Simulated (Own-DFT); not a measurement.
# A layer strained by its substrate: wurtzite AlGaN with randomly placed atoms, 72 atoms (Al9Ga27N36)

No measurement is shown. These are fixed-geometry runs of a retired plane-wave code named Own-DFT, which no person has reviewed; spin and spin-orbit coupling are neglected.

All runs used: PBE; PseudoDojo norm-conserving scalar-relativistic files; cutoff 42 hartree; 4 x 4 x 3 k mesh centred on Gamma; Fermi-Dirac smearing of 0.1 eV.

Caveats: forces on such cells passed a denser k mesh, each cell not checked; stress not checked against mesh or cutoff.

Unstrained cell vectors in Å: (9.509, 0.000, 0.000); (-4.755, 8.235, 0.000); (0.000, 0.000, 10.268). The unstrained cell has measured lattice constants (interpolated for alloys), not those of this functional. That, the random moves and any unrelaxed bonds set the pressure at no strain. Each run strains x and y alike by e, as a substrate would, and holds the height along z. Each coordinate of each atom was shifted by a normal deviate of width 0.05 Å. The random placing of the alloy's atoms differs from row to row. Stress is positive in tension.

| e (%) | u (Å) | (s_xx + s_yy)/2 (GPa) | s_zz (GPa) |
|---|---|---|---|
| -2.50 | 0.053 | -22.38 | -13.76 |
| -1.25 | 0.047 | -13.29 | -11.03 |
| -1.00 | 0.050 | -13.12 | -9.20 |
| -0.25 | 0.050 | -9.54 | -6.51 |
| 0.25 | 0.050 | -6.41 | -7.84 |
| 1.50 | 0.055 | 0.41 | -8.85 |
| 2.00 | 0.049 | 2.78 | -4.59 |
| 2.25 | 0.052 | ? | ? |
| 2.50 | 0.048 | 4.83 | -4.36 |
| 2.75 | 0.050 | 5.37 | -3.01 |

## Working it out

With e as a fraction, the in-plane stress is -7.4 + 535 e - 2082 e² GPa (errors 13 and 848, scatter 0.64), and s_zz is -8.4 + 170 e GPa (slope ± 30, scatter 1.57). At e = 0 the first slope is C11 + C12 and the second 2 C13, both with the ions held to the strained lattice and at the cell's own pressure. A free layer would change its height as e changes, and the in-plane slope would drop by 2 C13²/C33 to the biaxial modulus. At fixed height, a misfit of 1 % moves the in-plane stress by about 5.4 GPa and s_zz by 1.7 GPa.

## Check

Asked: what are the two stresses at e = 2.25 %?

The fit gives 3.6 and -4.6 GPa. Computed: 4.22 and -6.46 GPa.
